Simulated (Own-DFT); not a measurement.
Simulation results for Al3GaN4 (wurtzite random alloy, atoms displaced)

All values are calculated (Own-DFT development build). A calculation, not a measurement: plane-wave density functional theory by an unreviewed code, no spin, of a simulated periodic cell, stress positive in tension, run twice, with PBE and with PBEsol, both on files made for PBE, so the change isn't that of files made for PBEsol, forces on such cells passed a denser k mesh, this cell's mesh not checked; the far tail of each file's local potential was reset to the Coulomb form; each entry is a single point on an unrelaxed cell, so the pressure reflects the starting lattice, mostly measured values (interpolated for alloys), from which strain is counted, and rises with the displacements; printed positions are rounded, which can move forces by about a meV/angstrom; the program, named Own-DFT, is a retired in-house code; no spin-orbit coupling; stress was not checked against mesh or cutoff.

Common to all runs: functional PBE, then PBEsol; potential files PseudoDojo norm-conserving, scalar-relativistic, standard set; wave cutoff 42 hartree; occupations Fermi-Dirac; smearing width 0.1 eV; k mesh 4 x 4 x 3 centred on Gamma.

(1) Al3GaN4 (wurtzite random alloy, atoms displaced)

```
cell vectors (Å)
   9.3938     0.0000     0.0000
  -4.6969     8.1352     0.0000
   0.0000     0.0000    10.0655
atoms (fractions of the cell vectors)
Al  0.10942  0.22192  0.99649
Al  0.21647  0.10381  0.24715
N   0.12092  0.22362  0.19054
N   0.21916  0.11492  0.43936
Al  0.11057  0.22561  0.49787
Ga  0.22268  0.10832  0.75098
N   0.10455  0.22028  0.69498
N   0.22240  0.11274  0.94021
Al  0.11246  0.56074  0.00500
Al  0.21330  0.44252  0.25206
N   0.11052  0.56033  0.18766
N   0.22224  0.43872  0.43784
Ga  0.10687  0.55787  0.50472
Al  0.21266  0.43882  0.75271
N   0.11240  0.55930  0.69214
N   0.22328  0.44725  0.93805
Al  0.11144  0.89041  0.99753
Al  0.22284  0.78446  0.25207
N   0.10318  0.88483  0.19032
N   0.22563  0.77816  0.43901
Al  0.11363  0.88995  0.50525
Al  0.22739  0.78571  0.75524
N   0.11267  0.88531  0.69085
N   0.22258  0.78159  0.93518
Al  0.44095  0.22115  0.99888
Ga  0.55100  0.10863  0.25007
N   0.44804  0.23178  0.18943
N   0.55813  0.11426  0.44372
Ga  0.44279  0.22066  0.49526
Al  0.55390  0.11909  0.74896
N   0.45231  0.22537  0.69110
N   0.55447  0.11090  0.94402
Al  0.44589  0.55123  0.00144
Ga  0.54645  0.44358  0.24189
N   0.44540  0.55792  0.18971
N   0.55246  0.44352  0.44273
Al  0.43842  0.55170  0.49824
Ga  0.55897  0.44252  0.75057
N   0.44943  0.55613  0.68943
N   0.55759  0.44724  0.93881
Al  0.44367  0.89173  0.00528
Ga  0.55074  0.77149  0.24807
N   0.43993  0.88857  0.19406
N   0.55348  0.77163  0.43990
Al  0.44676  0.89001  0.50182
Al  0.55268  0.77533  0.75359
N   0.44579  0.89011  0.69126
N   0.55694  0.78309  0.94249
Al  0.77313  0.22104  0.00796
Ga  0.89549  0.11021  0.24752
N   0.78011  0.21629  0.19329
N   0.88934  0.11281  0.44168
Al  0.77928  0.22650  0.49283
Al  0.88741  0.11300  0.75113
N   0.78478  0.22532  0.69227
N   0.88955  0.11422  0.94047
Al  0.77344  0.55063  0.00262
Al  0.88677  0.44069  0.24735
N   0.77080  0.55100  0.18650
N   0.88455  0.43614  0.44212
Ga  0.78216  0.55629  0.49852
Al  0.89141  0.44639  0.75677
N   0.78376  0.56637  0.68795
N   0.88599  0.44143  0.93917
Al  0.77935  0.89082  0.00152
Al  0.88916  0.77771  0.24635
N   0.77330  0.88149  0.19334
N   0.89301  0.78187  0.44169
Al  0.78096  0.89166  0.50504
Al  0.89154  0.77719  0.74759
N   0.77569  0.88989  0.69027
N   0.88672  0.77618  0.94067
```

Results for Al3GaN4 (wurtzite random alloy, atoms displaced): PBE pressure 5.17 GPa; PBE stress xx -4.35 GPa; PBE stress yy -5.62 GPa; PBE stress zz -5.53 GPa; PBE stress yz -0.24 GPa; PBE stress xz -0.35 GPa; PBE stress xy 0.5 GPa; PBEsol pressure 2.06 GPa; PBEsol stress xx -1.27 GPa; PBEsol stress yy -2.5 GPa; PBEsol stress zz -2.4 GPa; PBEsol stress yz -0.22 GPa; PBEsol stress xz -0.36 GPa; PBEsol stress xy 0.5 GPa; rms change of force components from PBE to PBEsol 0.066 eV/Å.

Force:
```tsv
force element	PBE force x (eV/Å)	PBE force y (eV/Å)	PBE force z (eV/Å)	PBEsol force x (eV/Å)	PBEsol force y (eV/Å)	PBEsol force z (eV/Å)
Al	0.007	0.528	0.281	0.001	0.527	0.273
Al	0.655	0.983	0.681	0.677	0.973	0.689
N	-0.534	0.458	-1.042	-0.663	0.379	-0.989
N	-0.116	-1.419	-0.294	0.031	-1.328	-0.245
Al	-0.097	-0.742	0.898	-0.093	-0.741	0.911
Ga	-0.289	0.772	-0.585	-0.288	0.758	-0.561
N	0.516	0.36	-1.089	0.649	0.271	-1.042
N	-0.033	-0.268	1.127	-0.036	-0.269	0.945
Al	0.057	-0.433	-1.598	0.056	-0.43	-1.61
Al	1.094	0.435	-0.49	1.078	0.447	-0.491
N	0.004	-0.266	1.014	0.001	-0.249	1.024
N	-0.714	0.655	-0.052	-0.826	0.723	-0.005
Ga	0.902	-0.437	-0.467	0.872	-0.42	-0.45
Al	1.177	1.078	-0.612	1.195	1.076	-0.625
N	-0.039	0.106	1.335	-0.048	0.119	1.15
N	-0.165	-0.148	1.024	-0.169	-0.14	1.03
Al	-0.472	-0.433	0.072	-0.468	-0.429	0.064
Al	-0.192	-0.928	0.076	-0.198	-0.936	0.077
N	1.174	0.598	-0.69	1.168	0.592	-0.699
N	-0.58	1.127	0.04	-0.58	0.951	0.11
Al	-0.17	0.155	-1.045	-0.152	0.155	-1.042
Al	0.584	-1.002	-1.365	0.585	-0.995	-1.381
N	-0.231	-0.107	-0.113	-0.232	0.056	-0.044
N	0.11	-0.093	1.985	0.114	-0.096	1.988
Al	0.527	0.482	0.117	0.533	0.49	0.097
Ga	0.277	0.854	0.464	0.285	0.835	0.47
N	-0.823	-3.345	-1.108	-0.7	-3.192	-0.979
N	0.668	-1.17	-0.223	0.49	-1.078	-0.323
Ga	-0.292	0.593	0.626	-0.278	0.598	0.609
Al	2.501	-1.28	0.498	2.513	-1.289	0.509
N	-1.077	-0.866	-0.325	-1.237	-0.736	-0.386
N	-0.402	0.289	-0.223	-0.402	0.287	-0.231
Al	-0.896	1.09	-0.701	-0.89	1.096	-0.711
Ga	1.143	0.942	2.418	1.136	0.918	2.373
N	-2.371	-1.299	-1.273	-2.197	-1.207	-1.125
N	-0.203	0.713	-0.718	-0.061	0.607	-0.749
Al	0.932	0.392	0.702	0.923	0.389	0.696
Ga	-0.342	1.286	-0.588	-0.351	1.26	-0.581
N	-1.89	-0.162	0.004	-1.736	-0.252	0.06
N	-0.064	-0.867	1.403	-0.055	-0.875	1.213
Al	0.298	-0.357	-0.841	0.299	-0.359	-0.838
Ga	-0.003	1.156	1.04	0.014	1.135	1.034
N	-0.567	-0.501	-1.104	-0.41	-0.398	-0.982
N	-0.176	0.904	0.989	-0.166	0.901	0.82
Al	0.497	-0.344	-0.006	0.49	-0.346	-0.024
Al	0.275	0.226	-0.398	0.28	0.225	-0.392
N	-0.246	0.475	0.088	-0.237	0.482	0.092
N	-0.071	-0.669	0.416	-0.073	-0.672	0.428
Al	0.639	-0.039	-1.372	0.637	-0.047	-1.373
Ga	-0.012	-0.761	0.749	-0.04	-0.749	0.747
N	-0.817	1.327	-0.517	-0.786	1.147	-0.386
N	0.045	-0.136	0.376	0.05	-0.139	0.217
Al	0.429	-1.585	1.866	0.424	-1.59	1.864
Al	-0.236	-0.74	0.064	-0.229	-0.757	0.074
N	-1.421	0.306	-0.546	-1.417	0.308	-0.56
N	-0.192	-0.309	0.633	-0.204	-0.302	0.629
Al	0.379	0.74	-0.862	0.378	0.739	-0.876
Al	-0.484	0.387	0.376	-0.489	0.39	0.388
N	1.59	0.675	0.601	1.422	0.587	0.664
N	0.277	1.137	-1.955	0.271	1.34	-1.836
Ga	-1.201	0.008	-0.076	-1.177	0.003	-0.059
Al	-0.334	-0.011	-1.396	-0.349	-0.008	-1.419
N	1.275	-1.37	1.031	1.14	-1.474	0.896
N	0.164	0.379	1.468	0.172	0.373	1.477
Al	-0.19	-0.188	-0.294	-0.194	-0.177	-0.291
Al	-0.731	-0.988	1.026	-0.737	-1.008	1.038
N	0.896	0.609	-1.241	0.731	0.676	-1.128
N	0.225	0.615	-0.731	0.223	0.451	-0.676
Al	-0.502	-0.534	-0.804	-0.505	-0.543	-0.825
Al	-0.983	0.806	0.637	-0.989	0.836	0.639
N	0.486	0.015	0.674	0.479	0.01	0.685
N	0.353	0.131	-0.047	0.35	0.117	-0.043
```

(2) Al3GaN4 (wurtzite random alloy, atoms displaced)

```
cell vectors (Å)
   9.3938     0.0000     0.0000
  -4.6969     8.1352     0.0000
   0.0000     0.0000    10.0655
atoms (fractions of the cell vectors)
Ga  0.11080  0.22180  0.99918
Al  0.22274  0.10936  0.25095
N   0.10401  0.22122  0.19151
N   0.22148  0.10574  0.43812
Al  0.11257  0.22012  0.49646
Al  0.21808  0.10811  0.75067
N   0.11642  0.22349  0.68557
N   0.22018  0.10902  0.94070
Al  0.10944  0.55244  0.00343
Ga  0.22145  0.45001  0.24685
N   0.11669  0.56028  0.18622
N   0.21396  0.44155  0.44497
Al  0.11615  0.56079  0.50064
Al  0.22017  0.44228  0.75191
N   0.10837  0.55605  0.69059
N   0.22560  0.45111  0.93612
Ga  0.10328  0.88317  0.99867
Ga  0.21647  0.77987  0.24932
N   0.11054  0.88601  0.18744
N   0.22028  0.77798  0.44285
Ga  0.11476  0.88974  0.50385
Ga  0.22178  0.77825  0.74903
N   0.10483  0.89109  0.69471
N   0.22402  0.78884  0.94247
Al  0.44616  0.22561  0.00293
Al  0.56186  0.11739  0.25329
N   0.44044  0.22135  0.18789
N   0.55232  0.11048  0.43916
Al  0.44299  0.21820  0.49540
Al  0.55424  0.10627  0.74479
N   0.43942  0.21991  0.69299
N   0.55318  0.10553  0.94082
Al  0.44764  0.55514  0.00671
Al  0.55910  0.44784  0.25318
N   0.44705  0.55504  0.18581
N   0.55426  0.44697  0.44006
Al  0.44029  0.54987  0.49909
Al  0.55732  0.44945  0.75032
N   0.44682  0.56067  0.68889
N   0.56141  0.44472  0.94026
Al  0.43608  0.88637  0.99445
Al  0.55291  0.77605  0.24459
N   0.44167  0.89159  0.18627
N   0.56254  0.78126  0.44056
Al  0.44365  0.88537  0.49516
Al  0.55963  0.77773  0.75243
N   0.44228  0.89220  0.69232
N   0.55379  0.77234  0.93979
Al  0.77566  0.21879  0.00065
Ga  0.88883  0.10703  0.24580
N   0.77114  0.21981  0.19183
N   0.89636  0.11486  0.43648
Al  0.77530  0.21632  0.50236
Ga  0.88297  0.10970  0.74988
N   0.77401  0.22290  0.69502
N   0.88753  0.10464  0.93841
Ga  0.76971  0.55103  0.00244
Al  0.88697  0.44246  0.25254
N   0.77660  0.55691  0.18879
N   0.89119  0.44439  0.43797
Al  0.77568  0.55584  0.49755
Al  0.89570  0.45250  0.74972
N   0.77863  0.55867  0.68873
N   0.88773  0.44303  0.94172
Al  0.77343  0.89287  0.99952
Al  0.88735  0.77801  0.24446
N   0.77344  0.88673  0.18522
N   0.89260  0.78099  0.44368
Al  0.77769  0.88711  0.50406
Al  0.89221  0.77656  0.75070
N   0.78029  0.88750  0.68459
N   0.88579  0.77723  0.93924
```

The calculation gives: PBE pressure 5.29 GPa; PBE stress xx -5.36 GPa; PBE stress yy -4.48 GPa; PBE stress zz -6.03 GPa; PBE stress yz -0.21 GPa; PBE stress xz 0 GPa; PBE stress xy -0.99 GPa; PBEsol pressure 2.17 GPa; PBEsol stress xx -2.25 GPa; PBEsol stress yy -1.39 GPa; PBEsol stress zz -2.87 GPa; PBEsol stress yz -0.21 GPa; PBEsol stress xz 0.02 GPa; PBEsol stress xy -1.02 GPa; rms change of force components from PBE to PBEsol 0.07 eV/Å.

Force:
```tsv
force element	PBE force x (eV/Å)	PBE force y (eV/Å)	PBE force z (eV/Å)	PBEsol force x (eV/Å)	PBEsol force y (eV/Å)	PBEsol force z (eV/Å)
Ga	0.156	0.265	-0.098	0.145	0.24	-0.093
Al	-0.511	-0.078	-0.63	-0.514	-0.088	-0.642
N	2.31	0.31	-0.163	2.135	0.362	-0.213
N	0.01	1.721	-0.45	0.006	1.522	-0.373
Al	-0.112	-0.025	0.441	-0.103	-0.04	0.424
Al	0.29	0.718	0.32	0.285	0.706	0.319
N	-0.418	0.185	0.305	-0.538	0.115	0.343
N	0.827	0.884	-0.445	0.676	0.795	-0.329
Al	-0.253	0.935	-1.29	-0.259	0.947	-1.299
Ga	0.683	-0.923	0.974	0.649	-0.901	0.946
N	-1.917	-0.905	0.191	-1.753	-0.817	0.335
N	1.285	0.617	-0.366	1.276	0.606	-0.503
Al	-0.898	-0.875	0.214	-0.913	-0.862	0.204
Al	0.375	0.381	-0.96	0.366	0.382	-0.965
N	0.863	-0.665	-0.517	0.882	-0.481	-0.462
N	0.196	0.07	0.855	0.207	-0.071	0.913
Ga	-0.088	1.055	0.074	-0.07	1.026	0.08
Ga	1.404	0.053	0.32	1.37	0.055	0.302
N	-2.093	1.151	0.977	-1.906	1.046	0.855
N	1.477	-0.47	0.033	1.294	-0.358	-0.069
Ga	-0.885	-0.254	0.279	-0.867	-0.253	0.264
Ga	-0.455	0.297	0.671	-0.452	0.301	0.66
N	0.718	0.097	-0.011	0.871	0.018	-0.136
N	0.766	-2.812	-0.371	0.561	-2.727	-0.464
Al	0.158	-1.114	-1.078	0.164	-1.112	-1.078
Al	-1.344	-1.363	-0.942	-1.361	-1.371	-0.935
N	0.532	0.704	1.1	0.538	0.705	1.107
N	0.757	-0.155	0.355	0.759	-0.16	0.367
Al	-0.497	0.59	1.23	-0.497	0.591	1.227
Al	-1.098	1.184	1.38	-1.102	1.186	1.386
N	0.553	0.425	-0.831	0.547	0.429	-0.822
N	-0.032	0.854	-0.387	-0.038	0.853	-0.391
Al	-0.211	-0.173	-2.209	-0.209	-0.191	-2.215
Al	-0.408	-0.673	-0.579	-0.414	-0.683	-0.589
N	0.408	0.238	1.368	0.271	0.156	1.437
N	0.317	-0.75	-0.123	0.32	-0.751	-0.11
Al	-0.386	0.992	0.379	-0.394	0.996	0.36
Al	0.069	-0.822	-0.285	0.075	-0.818	-0.287
N	-0.192	-0.633	0.102	-0.198	-0.634	0.102
N	-2.754	-1.017	-0.619	-2.56	-0.896	-0.54
Al	1.285	0.537	0.865	1.298	0.527	0.86
Al	-0.377	0.708	0.562	-0.395	0.702	0.572
N	1.128	0.165	0.446	0.978	0.097	0.491
N	-0.956	-0.917	-0.726	-0.939	-0.925	-0.72
Al	0.13	0.243	0.669	0.119	0.246	0.664
Al	-0.549	0.137	-0.598	-0.558	0.155	-0.601
N	1.77	-0.688	-1.335	1.608	-0.801	-1.274
N	-0.452	0.539	0.18	-0.458	0.532	0.193
Al	-0.361	-0.011	-0.352	-0.345	-0.007	-0.353
Ga	-1.229	0.011	0.885	-1.198	0.026	0.878
N	0.61	1.157	-0.74	0.759	1.076	-0.697
N	-1.044	-0.931	1.46	-1.042	-0.936	1.276
Al	0.441	0.806	-0.341	0.443	0.799	-0.35
Ga	1.245	0.156	-0.521	1.223	0.151	-0.495
N	-0.252	0.846	-1.282	-0.091	0.765	-1.208
N	-1.219	0.786	0.901	-1.067	0.887	0.768
Ga	1.746	1.096	-0.479	1.709	1.071	-0.465
Al	0.304	0.25	-0.629	0.325	0.258	-0.646
N	0.39	-0.286	1.877	0.389	-0.292	1.676
N	-0.461	-0.107	0.688	-0.454	-0.113	0.705
Al	0.673	0.317	0.344	0.681	0.311	0.342
Al	-1.204	-1.048	0.375	-1.213	-1.042	0.382
N	0.207	-0.45	-0.034	0.202	-0.448	-0.035
N	0.984	-0.337	-0.299	0.829	-0.261	-0.243
Al	0.735	-1.264	-0.384	0.745	-1.263	-0.384
Al	0.105	0.282	1.019	0.114	0.293	1.014
N	0.285	-0.984	0.069	0.286	-0.803	0.13
N	-1.013	-0.922	-1.42	-0.854	-0.829	-1.357
Al	0.568	0.635	-1.384	0.572	0.657	-1.405
Al	-1.224	-0.066	0.06	-1.221	-0.076	0.06
N	-0.458	-0.682	1.352	-0.448	-0.519	1.422
N	-1.403	0.002	-0.444	-1.247	-0.061	-0.316
```
